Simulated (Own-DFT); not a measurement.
# Shaking the atoms of zincblende GaP, 64 atoms (Ga32P32)

These are calculations, not measurements. The program, named Own-DFT, is a retired in-house plane-wave density functional code that no person has reviewed. Each row is one single-point run on a periodic cell that was not relaxed, without spin or spin-orbit coupling.

Settings of every run: PBE; PseudoDojo norm-conserving scalar-relativistic files; cutoff 42 hartree; 3 x 3 x 3 k mesh centred on Gamma; Fermi-Dirac smearing of 0.1 eV.

Known limits: forces on such cells passed a denser k mesh, each cell not checked; stress not checked against mesh or cutoff.

Cell vectors in Å: (10.901, 0.000, 0.000); (0.000, 10.901, 0.000); (0.000, 0.000, 10.901). In each run every atom was moved at random and independently from its ideal site; u is the rms move along one axis. E is the free energy for each atom above the fitted value at u = 0, and F the rms of the force components.

```
run   u (Å)  E (meV/atom)  F (eV/Å)  largest force (eV/Å)  P (GPa)
  1  0.0194           7.1     0.296                  0.92     2.73
  2  0.0212             ?         ?                     ?        ?
  3  0.0486          41.6     0.710                  2.74     3.23
  4  0.0491          43.1     0.719                  2.76     3.27
  5  0.0523          49.4     0.780                  2.87     3.34
  6  0.1018         200.2     1.883                  8.94     5.64
  7  0.1061         200.6     1.641                  6.01     5.39
  8  0.1467         369.0     2.470                 13.12     7.92
  9  0.1685         470.7     2.987                 13.72     9.12
```

## Worked fit

For small independent moves the energy grows as E = (3/2) K u², with K the mean stiffness felt by one atom. The runs with u up to 0.11 Å give K = 12.1 ± 0.3 eV/Å², with residuals divided by u² + 0.0006 Å², since the noise grows with the moves. The scatter is 2.0 meV/atom at u = 0.05 Å. The forces follow F = G u with G = 15.6 eV/Å²; no force at u = 0 is resolved. G exceeds K because the moves of its neighbours add to the force on an atom, and stiffness differs between atoms. At u = 0.168 Å the parabola gives 517 meV/atom and the run 471. The pressure follows P = 2.62 + 266 u² GPa: at fixed volume, shortened bonds push harder than stretched ones pull.

## Withheld run

Question: what energy and rms force should run 2 give?

The fit gives 8 ± 1 meV/atom and about 0.33 eV/Å. The calculation gave 6.9 meV/atom and 0.287 eV/Å.
